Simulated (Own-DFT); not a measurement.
# Point defects and the pressure they add: zincblende GaP

Everything here is calculated. The program is Own-DFT (plane waves, in-house, since retired, never reviewed by a person); positions were held fixed, and spin and spin-orbit coupling were off.

All runs used: PBE; PseudoDojo norm-conserving scalar-relativistic files; cutoff 42 hartree; 3 x 3 x 3 k mesh centred on Gamma; Fermi-Dirac smearing of 0.1 eV.

Caveats (not all hold for every row): not probed for a lower state with spin; forces on such cells failed a check on a denser k mesh; forces on such cells passed a denser k mesh, each cell not checked; stress not checked against mesh or cutoff.

All runs share one cell, with vectors in Å (10.901, 0.000, 0.000); (0.000, 10.901, 0.000); (0.000, 0.000, 10.901) and a volume of 1295.4 Å³. Atoms were moved at random from their sites; u is the rms move along one axis. The defect's site can differ from row to row.

| cell | formula | u (Å) | P (GPa) |
|---|---|---|---|
| no defect | Ga32P32 | 0.0218 | 2.73 |
| no defect | Ga32P32 | 0.0477 | 3.10 |
| no defect | Ga32P32 | 0.0546 | 3.41 |
| two P vacancies | Ga32P30 | 0.0280 | 2.28 |
| two P vacancies | Ga32P30 | 0.0300 | 2.24 |
| two P vacancies | Ga32P30 | 0.0524 | 2.87 |
| one Ga on a P site and one P on a Ga site | Ga32P32 | 0.0278 | 3.01 |
| one Ga on a P site and one P on a Ga site | Ga32P32 | 0.0286 | 3.00 |
| one Ga on a P site and one P on a Ga site | Ga32P32 | 0.0527 | 3.41 |
| one In on a Ga site | Ga31InP32 | 0.0297 | 3.70 |
| one In on a Ga site | Ga31InP32 | 0.0300 | 3.70 |
| one In on a Ga site | Ga31InP32 | 0.0480 | 3.98 |
| one As on a P site | AsGa32P31 | 0.0290 | ? |
| one As on a P site | AsGa32P31 | 0.0319 | 3.22 |
| one As on a P site | AsGa32P31 | 0.0524 | 3.68 |
| one As on a P site | AsGa32P31 | 0.0524 | 3.63 |

## Fit

P = P0 + c u² + a shift for each defect gives P0 = 2.60 GPa, c = 253 ± 17 GPa/Å² and a scatter of 0.06 GPa. The shifts, and each times the cell's volume:

- one In on a Ga site: 0.85 ± 0.05 GPa, 6.9 eV
- one As on a P site: 0.37 ± 0.05 GPa, 3.0 eV
- one Ga on a P site and one P on a Ga site: 0.17 ± 0.05 GPa, 1.4 eV
- two P vacancies: -0.51 ± 0.05 GPa, -4.1 eV (-2.1 eV for each of its 2 sites)

A positive shift means that the defect pushes the cell outwards. Shift times volume (160.2 GPa Å³ is 1 eV) depends little on the cell's size, so, taken for each site, it can be compared between cells at like pressure. The atoms around the defects weren't relaxed, which would change these numbers.

## Check

Q: what pressure belongs in the blank (one As on a P site, u = 0.0290 Å)?

The fit gives 3.18 ± 0.07 GPa. The calculation gave 3.18 GPa.
